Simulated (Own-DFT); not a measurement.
# How strain changes the stress of wurtzite AlGaN with randomly placed atoms, 72 atoms (Al9Ga27N36)

All numbers below are calculated, not measured. They come from Own-DFT, an in-house plane-wave density functional program, since retired, whose code no person has reviewed. Each row is one single-point run on a periodic cell that was not relaxed, without spin or spin-orbit coupling.

Settings of every run: PBE; PseudoDojo norm-conserving scalar-relativistic files; cutoff 42 hartree; 4 x 4 x 3 k mesh centred on Gamma; Fermi-Dirac smearing of 0.1 eV.

Known limits: forces on such cells passed a denser k mesh, each cell not checked; stress not checked against mesh or cutoff.

Unstrained cell vectors in Å: (9.509, 0.000, 0.000); (-4.755, 8.235, 0.000); (0.000, 0.000, 10.268). The unstrained cell has measured lattice constants (interpolated for alloys), not those of this functional. That, the random moves and any unrelaxed bonds set the pressure at no strain. Each run strains this cell uniformly, with the atoms carried along. Every atom was also moved at random, by a Gaussian of width 0.05 Å on each axis. The random placing of the alloy's atoms differs from row to row. Strain is the symmetric tensor, in per cent. Stress is positive in tension, and the pressure is minus a third of its trace.

| run | e_xx (%) | e_yy (%) | e_zz (%) | s_xx (GPa) | s_yy (GPa) | s_zz (GPa) | P (GPa) | E (meV/atom) |
|---|---|---|---|---|---|---|---|---|
| 1 | 1.00 | 1.00 | 0.00 | -1.78 | -1.78 | -7.17 | 3.57 | 14.5 |
| 2 | 2.50 | 2.50 | 0.00 | 4.19 | 4.46 | -3.78 | -1.62 | 10.2 |
| 3 | -1.50 | -1.50 | 0.00 | -17.18 | -16.32 | -9.33 | 14.28 | 34.5 |
| 4 | 0.25 | 0.25 | 0.00 | -5.12 | -6.91 | -6.69 | 6.24 | 16.7 |
| 5 | 0.75 | 0.75 | 0.00 | -2.73 | -5.07 | -5.71 | 4.50 | 7.1 |
| 6 | -0.50 | -0.50 | 0.00 | -11.89 | -9.23 | -8.83 | 9.99 | 36.9 |
| 7 | 3.00 | 3.00 | 0.00 | 6.94 | 7.50 | -3.22 | -3.74 | 0.0 |
| 8 | -0.75 | -0.75 | 0.00 | -10.80 | -10.89 | -10.79 | 10.83 | 30.2 |
| 9 | 0.50 | 0.50 | 0.00 | ? | ? | ? | ? | ? |

E is the free energy for each atom above the lowest run shown.

## Worked fit

The change of volume is close to e_xx + e_yy + e_zz. A straight line through the runs shown gives P = 7.87 - 195 x (fractional change of volume) GPa, with an error of 6 on the slope and a scatter of 0.48 GPa. The strain isn't the same on all axes and the cell isn't cubic, so the slope belongs to this path and is not the bulk modulus.

## Withheld run

Question: what pressure should run 9 give? Its volume changes by 1.00 %.

The line gives 5.9 GPa. The calculation gave 5.24 GPa.
